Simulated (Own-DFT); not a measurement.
Simulation results for GaN (wurtzite, strained, atoms displaced)

All values are calculated (Own-DFT development build). A calculation, not a measurement: plane-wave PBE density functional theory by an unreviewed code, no spin, of a simulated periodic cell, stress positive in tension, free energy of the whole cell less one offset for each atom, forces on such cells passed a denser k mesh, this cell's mesh not checked; offsets are fitted by least squares, one for each functional and potential file, so energies compare only between cells with the same atoms and settings and are not formation energies; the far tail of each file's local potential was reset to the Coulomb form; each entry is a single point on an unrelaxed cell, so the pressure reflects the starting lattice, mostly measured values (interpolated for alloys), from which strain is counted, and rises with the displacements; printed positions are rounded, which can move forces by about a meV/angstrom; the program, named Own-DFT, is a retired in-house code; no spin-orbit coupling.

```xyz
96
Lattice="12.7560 0.0000 0.0000 -4.7835 8.2853 0.0000 0.0000 0.0000 10.2144" Properties=species:S:1:pos:R:3:force_x:R:1:force_y:R:1:force_z:R:1 formula=GaN functional=PBE potential_files=PseudoDojo_norm-conserving,scalar-relativistic,standard_set_with_the_stringent_files_for_Ga wave_cutoff=96 occupations=Gaussian smearing_width=0.01 k_mesh=3_x_4_x_3_centred_on_Gamma free_energy_of_cell_above_offsets=-2.698 pressure=10.47 stress_xx=-11.38 stress_yy=-8.05 stress_zz=-11.98 stress_yz=1.04 stress_xz=0.74 stress_xy=0.13
Ga     0.0555     1.7759    10.1755     -2.581      1.697     -0.155
Ga     1.5785     0.8961     2.5860     -0.559      1.591     -0.858
N      0.0103     1.8418     1.7898      -0.25      0.205      3.628
N      1.6032     0.9500     4.4890     -0.645     -0.706      0.388
Ga     0.0250     1.8391     5.0656     -0.567      0.438      0.942
Ga     1.6193     1.0090     7.6638      0.185     -1.819      1.188
N      0.0406     1.7726     7.1324     -0.804      1.333     -2.015
N      1.5467     0.9537     9.6622      2.964     -1.039     -1.699
Ga    -1.5782     4.6475     0.0373      0.016     -2.412     -0.424
Ga     0.0377     3.7556     2.5263     -1.927      -2.02      0.333
N     -1.5966     4.5912     1.9420     -0.362      0.454      0.382
N     -0.0691     3.7061     4.4842      0.357     -0.994      0.091
Ga    -1.6397     4.5996     5.0923      0.451      0.402       0.21
Ga    -0.0220     3.6321     7.7300      0.657      0.209     -1.263
N     -1.5554     4.5726     7.1142     -0.206       0.22     -1.705
N      0.1001     3.6795     9.5605     -2.376     -0.602      1.039
Ga    -3.2526     7.4307     0.0131      0.934     -1.031      0.084
Ga    -1.5749     6.4964     2.4916     -1.909     -1.596      1.072
N     -3.2582     7.4146     1.9956      1.577     -0.914     -0.947
N     -1.5518     6.4849     4.5145     -1.696     -1.013      -0.71
Ga    -3.1898     7.3481     5.0303     -0.536       0.17      0.796
Ga    -1.5628     6.4164     7.5617     -0.142       0.03      2.126
N     -3.1286     7.3815     7.0669     -0.023      0.515     -1.026
N     -1.6331     6.3668     9.7311      0.252      3.242     -2.187
Ga     3.2286     1.9358     0.0573     -0.606     -2.309      0.536
Ga     4.7398     0.9658     2.6157      0.332     -1.792     -2.487
N      3.1758     1.7315     1.9878     -0.209      1.993     -0.775
N      4.6687     0.9379     4.3961      1.687     -0.618      3.651
Ga     3.1884     1.8547     5.0732     -0.507       0.02      0.685
Ga     4.7718     0.9256     7.6867     -0.798     -0.507      0.205
N      3.1166     1.9056     7.0595      2.004     -0.957     -0.884
N      4.8198     0.9623     9.6429     -1.247     -0.614     -0.832
Ga     1.5793     4.5563    10.1354      0.983      1.671      1.339
Ga     3.2233     3.7771     2.5619     -2.641     -2.578      0.619
N      1.5609     4.4970     1.9498      2.073      2.182     -1.453
N      3.1558     3.6280     4.4648      0.192       1.28      0.701
Ga     1.5161     4.5813     5.1339      0.775     -0.118     -0.513
Ga     3.1765     3.7061     7.5680      0.862      0.352      1.493
N      1.6153     4.5844     7.0655     -1.319      0.083     -0.421
N      3.1368     3.6257     9.6062      0.987      1.572     -1.011
Ga     0.0168     7.3865     0.0149     -0.496      -0.58     -0.217
Ga     1.6652     6.4605     2.4579     -3.014       -1.8      1.346
N     -0.0729     7.2505     1.9391      3.108      2.296     -0.569
N      1.5179     6.3480     4.4262      0.653      1.557      0.665
Ga    -0.0436     7.3615     5.1344      1.441      0.454     -0.935
Ga     1.6284     6.4246     7.5701     -0.579     -0.184       1.63
N      0.0285     7.3111     7.0451      -0.35      1.217      0.167
N      1.6692     6.5206     9.5856      -1.54     -1.226     -0.332
Ga     6.3796     1.8331    10.1768      0.275      0.971      1.298
Ga     8.0439     0.8676     2.6139     -0.758      0.636     -1.534
N      6.3283     1.7279     1.9800      1.332      1.214     -0.811
N      7.8334     0.9000     4.4635      2.122      0.191      1.205
Ga     6.3614     1.8397     5.0940      -1.37      0.444      0.079
Ga     8.0169     0.9284     7.6296      0.129     -0.105     -0.018
N      6.3596     1.7617     7.0800      0.306      0.801     -1.044
N      7.9604     0.9708     9.5448      0.197     -0.097      0.428
Ga     4.7202     4.6007     0.0321     -0.039      0.165     -1.084
Ga     6.2712     3.6758     2.5343      1.738     -0.848      0.082
N      4.7017     4.5793     1.9671      2.152       1.14     -1.071
N      6.4267     3.7232     4.5019     -1.116     -0.975     -0.337
Ga     4.7816     4.6086     5.1068     -0.299     -0.384      0.488
Ga     6.4185     3.5915     7.6820     -1.196      1.503      -0.02
N      4.7279     4.7257     7.0710      0.917     -2.886      -0.82
N      6.3329     3.7276     9.6045      0.182      -0.67        0.2
Ga     3.1453     7.4666    10.2074      1.258     -1.005      0.347
Ga     4.7911     6.4548     2.4961      1.576     -0.145      0.943
N      3.2023     7.2582     2.0113      0.835      2.579     -1.875
N      4.7671     6.3690     4.4638     -0.104      1.858     -0.224
Ga     3.1701     7.3957     5.1154     -0.311     -1.716     -0.798
Ga     4.7351     6.4668     7.6420      0.307      0.637      0.928
N      3.1296     7.3735     7.0349      1.148      0.817     -0.429
N      4.7119     6.4183     9.5989      0.629      0.948      0.558
Ga     9.5547     1.8075    10.2034      0.691      1.212      0.215
Ga    11.1793     0.9246     2.6496      0.574      1.117     -2.035
N      9.6155     1.8377     1.9659     -0.913      -0.06     -0.144
N     11.0897     0.8984     4.5334      1.093      0.978      0.072
Ga     9.5761     1.8591     5.1018     -1.073      0.477      0.072
Ga    11.1682     0.9555     7.5728      0.551     -1.961      1.728
N      9.6669     1.8872     7.0907     -2.139     -0.041     -1.626
N     11.1401     0.9047     9.6047      0.302      0.431     -1.096
Ga     7.9684     4.6267    10.1936      0.104     -0.667     -1.336
Ga     9.4694     3.7832     2.4367      3.135     -2.349      1.327
N      7.9937     4.5080     1.8215     -3.309      2.312      1.178
N      9.5698     3.7127     4.4005     -0.514     -0.364      0.733
Ga     7.9899     4.5603     5.1370     -0.088      1.074     -0.316
Ga     9.5708     3.7342     7.5932      0.603     -0.594      1.559
N      7.9832     4.5342     7.0708     -0.493      1.289     -0.682
N      9.5672     3.7281     9.5297      0.178     -0.781      0.894
Ga     6.4264     7.3894    10.1784     -1.278     -0.467      0.295
Ga     8.0248     6.4892     2.5597     -1.607     -1.442     -0.394
N      6.4633     7.4458     1.9546     -1.192      -1.54     -0.609
N      7.8262     6.4687     4.4398      3.011       -1.2      0.696
Ga     6.3992     7.4036     5.0768      -2.02     -1.236      1.195
Ga     8.0964     6.4939     7.6867     -2.082     -0.716     -1.048
N      6.3113     7.3187     7.0262      1.583      0.925     -0.009
N      7.9554     6.4182     9.5495      0.369      0.778       0.94
```

Units: wave_cutoff in hartree; smearing_width, free_energy_of_cell_above_offsets in eV; pressure, stress_xx, stress_yy, stress_zz, stress_yz, stress_xz, stress_xy in GPa; force_x, force_y, force_z in eV/Å.
